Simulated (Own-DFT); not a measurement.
# Point defects and the pressure they add: C11b WSi2

No measurement is shown. These are fixed-geometry runs of a retired plane-wave code named Own-DFT, which no person has reviewed; spin and spin-orbit coupling are neglected.

Settings: PBE; PseudoDojo norm-conserving scalar-relativistic files; cutoff 50 hartree; 5 x 5 x 5 k mesh centred on Gamma; cold (Marzari-Vanderbilt) smearing of 0.2 eV.

Keep in mind: forces on such cells failed a check on a denser k mesh; stress not checked against mesh or cutoff.

All runs share one cell, with vectors in Å (-2.148, -5.953, 3.409); (-6.444, 2.976, 1.136); (-2.553, -2.948, -6.757) and a volume of 403.2 Å³. Atoms were moved at random from their sites; u is the rms move along one axis. The defect's site can differ from row to row.

```
              cell  formula   u (Å)  P (GPa)
         no defect  Si20W10  0.0211     4.48
         no defect  Si20W10  0.0478     5.52
         no defect  Si20W10  0.0495     5.71
one W on a Si site  Si19W11  0.0253     9.56
one W on a Si site  Si19W11  0.0282     9.98
one W on a Si site  Si19W11  0.0479    11.50
one W on a Si site  Si19W11  0.0479        ?
     one W vacancy   Si20W9  0.0294     3.30
     one W vacancy   Si20W9  0.0473     4.55
     one W vacancy   Si20W9  0.0498     4.95
one Si on a W site   Si21W9  0.0260     6.24
one Si on a W site   Si21W9  0.0489     7.39
one Si on a W site   Si21W9  0.0514     7.58
    one Si vacancy  Si19W10  0.0285     3.20
    one Si vacancy  Si19W10  0.0323     3.36
    one Si vacancy  Si19W10  0.0457     4.46
```

## Fit

P = P0 + c u² + a shift for each defect gives P0 = 3.81 GPa, c = 824 ± 74 GPa/Å² and a scatter of 0.22 GPa. The shifts, and each times the cell's volume:

- one W on a Si site: 5.51 ± 0.18 GPa, 13.9 eV
- one Si on a W site: 1.69 ± 0.18 GPa, 4.2 eV
- one W vacancy: -1.08 ± 0.18 GPa, -2.7 eV
- one Si vacancy: -1.22 ± 0.18 GPa, -3.1 eV

Against the defect-free cell, a freed cell would be larger where the shift is positive and smaller where it is negative (160.2 GPa Å³ is 1 eV). The atoms around the defects weren't relaxed, which would change these numbers.

## Withheld run

Question: what pressure belongs in the blank (one W on a Si site, u = 0.0479 Å)?

Estimate: 11.21 ± 0.27 GPa. Computed: 10.69 GPa.
